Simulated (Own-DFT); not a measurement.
# One host, several defects: zincblende InP

Source: density functional calculations with Own-DFT, an unreviewed in-house program that is no longer used. Nothing was measured or relaxed, and spin and spin-orbit coupling are left out.

Method: PBE; PseudoDojo norm-conserving scalar-relativistic files; cutoff 36 hartree; 2 x 3 x 3 k mesh centred on Gamma; Fermi-Dirac smearing of 0.1 eV.

Caveats (not all hold for every row): not probed for a lower state with spin; forces on such cells failed a check on a denser k mesh; forces not confirmed at this smearing and k mesh; stress not checked against mesh or cutoff.

All runs share one cell, with vectors in Å (17.606, 0.000, 0.000); (0.000, 11.737, 0.000); (0.000, 0.000, 11.737) and a volume of 2425.5 Å³. Atoms were moved at random from their sites; u is the rms move along one axis. The defect's site can differ from row to row.

```
cell,formula,u (Å),P (GPa)
no defect,In48P48,0.0198,3.20
no defect,In48P48,0.0501,3.55
no defect,In48P48,0.0508,3.59
one P on an In site,In47P49,0.0298,3.16
one P on an In site,In47P49,0.0308,3.17
one P on an In site,In47P49,0.0496,?
one P on an In site,In47P49,0.0501,3.48
one In on a P site and one P on an In site,In48P48,0.0305,3.52
one In on a P site and one P on an In site,In48P48,0.0474,3.80
one In on a P site and one P on an In site,In48P48,0.0518,3.87
one In on a P site,In49P47,0.0271,3.87
one In on a P site,In49P47,0.0343,3.93
one In on a P site,In49P47,0.0511,4.14
two P vacancies,In48P46,0.0475,3.32
two P vacancies,In48P46,0.0482,3.27
two P vacancies,In48P46,0.0529,3.31
```

## Working it out

P = P0 + c u² + a shift for each defect gives P0 = 3.13 GPa, c = 175 ± 11 GPa/Å² and a scatter of 0.03 GPa. The shifts, and each times the cell's volume:

- one In on a P site: 0.59 ± 0.03 GPa, 8.9 eV
- one In on a P site and one P on an In site: 0.26 ± 0.03 GPa, 3.9 eV
- one P on an In site: -0.11 ± 0.03 GPa, -1.6 eV
- two P vacancies: -0.26 ± 0.03 GPa, -3.9 eV (-1.9 eV for each of its 2 sites)

Positive is outwards. The product with the volume (160.2 GPa Å³ to the eV) is nearly free of the cell's size; divided by the bulk modulus at the cell's pressure it gives the volume that the defect adds. The atoms around the defects weren't relaxed, which would change these numbers.

## Check

Asked: what pressure belongs in the blank (one P on an In site, u = 0.0496 Å)?

The fitted form gives 3.45 ± 0.04 GPa. The hidden result is 3.47 GPa.
